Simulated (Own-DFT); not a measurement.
# Energy and forces against displacement in beta-Si3N4, 112 atoms (N64Si48)

All numbers below are calculated, not measured. The program, named Own-DFT, is a retired in-house plane-wave density functional code that no person has reviewed. Each row is one single-point run on a periodic cell that was not relaxed, without spin or spin-orbit coupling.

Settings of every run: PBE; PseudoDojo norm-conserving scalar-relativistic files; cutoff 42 hartree; 2 x 2 x 4 k mesh centred on Gamma; Fermi-Dirac smearing of 0.1 eV.

Known limits, some of them of some rows only: some atoms lie very close together; forces on such cells moved up to 12 meV/angstrom on a denser k mesh; stress not checked against mesh or cutoff.

Cell vectors in Å: (15.212, 0.000, 0.000); (-7.606, 13.174, 0.000); (0.000, 0.000, 5.818). In each run every atom was moved at random and independently from its ideal site; u is the rms move along one axis. E is the free energy for each atom above the fitted value at u = 0, and F the rms of the force components.

| run | u (Å) | E (meV/atom) | F (eV/Å) | largest force (eV/Å) | P (GPa) |
|---|---|---|---|---|---|
| 1 | 0.0193 | 16.9 | 0.842 | 3.15 | 5.45 |
| 2 | 0.0195 | 18.0 | 0.894 | 2.85 | 5.53 |
| 3 | 0.0519 | 119.3 | 2.037 | 7.31 | 8.32 |
| 4 | 0.0519 | 132.1 | 2.202 | 8.12 | 8.86 |
| 5 | 0.0980 | ? | ? | ? | ? |
| 6 | 0.1009 | 470.7 | 4.574 | 24.18 | 18.05 |
| 7 | 0.1496 | 1129.8 | 8.527 | 43.05 | 35.84 |

## Worked fit

For small independent moves the energy grows as E = (3/2) K u², with K the mean stiffness felt by one atom. The runs with u up to 0.11 Å give K = 31.0 ± 0.8 eV/Å², with residuals divided by u² + 0.0006 Å², since the noise grows with the moves. The scatter is 4.9 meV/atom at u = 0.05 Å. The forces follow F = G u with G = 43.4 eV/Å²; no force at u = 0 is resolved. G exceeds K because the moves of its neighbours add to the force on an atom, and stiffness differs between atoms. At u = 0.150 Å the parabola gives 1040 meV/atom and the run 1130. The pressure follows P = 5.07 + 1279 u² GPa: at fixed volume, shortened bonds push harder than stretched ones pull.

## Withheld run

Question: what energy and rms force should run 5 give?

The fit gives 446 ± 20 meV/atom and about 4.25 eV/Å. The calculation gave 434.4 meV/atom and 4.399 eV/Å.
